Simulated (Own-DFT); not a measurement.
# Misfit strain and the stress it brings: grey tin, 32 atoms (Sn32)

Source: density functional calculations with Own-DFT, an unreviewed in-house program that is no longer used. Nothing was measured or relaxed, and spin and spin-orbit coupling are left out.

Settings: PBE; PseudoDojo norm-conserving scalar-relativistic files; cutoff 42 hartree; 3 x 3 x 5 k mesh centred on Gamma; cold (Marzari-Vanderbilt) smearing of 0.2 eV.

Keep in mind: forces on such cells failed a check on a denser k mesh; stress not checked against mesh or cutoff.

Unstrained cell vectors in Å: (12.978, 0.000, 0.000); (0.000, 12.978, 0.000); (0.000, 0.000, 6.489). The unstrained cell has measured lattice constants (interpolated for alloys), not those of this functional. That, the random moves and any unrelaxed bonds set the pressure at no strain. Each run strains x and y alike by e, as a substrate would, and holds the height along z. Each atom got a random Gaussian move of width 0.05 Å along each axis. Stress is positive in tension.

```
e (%),u (Å),(s_xx + s_yy)/2 (GPa),s_zz (GPa)
-2.50,0.052,-6.91,-6.16
-2.00,0.055,-6.15,-5.65
-1.50,0.047,?,?
-1.00,0.047,-4.69,-4.44
-0.50,0.050,-4.12,-4.06
0.25,0.053,-3.34,-3.39
1.25,0.046,-2.25,-2.58
1.75,0.051,-1.79,-2.31
2.25,0.052,-1.21,-1.85
2.50,0.048,-1.06,-1.78
```

## Analysis

With e as a fraction, the in-plane stress is -3.6 + 116 e - 658 e² GPa (errors 1 and 95, scatter 0.07), and s_zz is -3.6 + 88 e - 610 e² GPa (slope ± 1, scatter 0.06). At e = 0 the first slope is C11 + C12 and the second 2 C12, both with the ions held to the strained lattice and at the cell's own pressure. The term in e² is negative: the layer stiffens under compression and softens under tension. A free layer would change its height as e changes, and the in-plane slope would drop by 2 C12²/C11 to the biaxial modulus. At fixed height, a misfit of 1 % moves the in-plane stress by about 1.2 GPa and s_zz by 0.9 GPa.

## Withheld run

Asked: what are the two stresses at e = -1.50 %?

From the fit: -5.5 and -5.0 GPa. DFT gave -5.49 and -5.02 GPa.
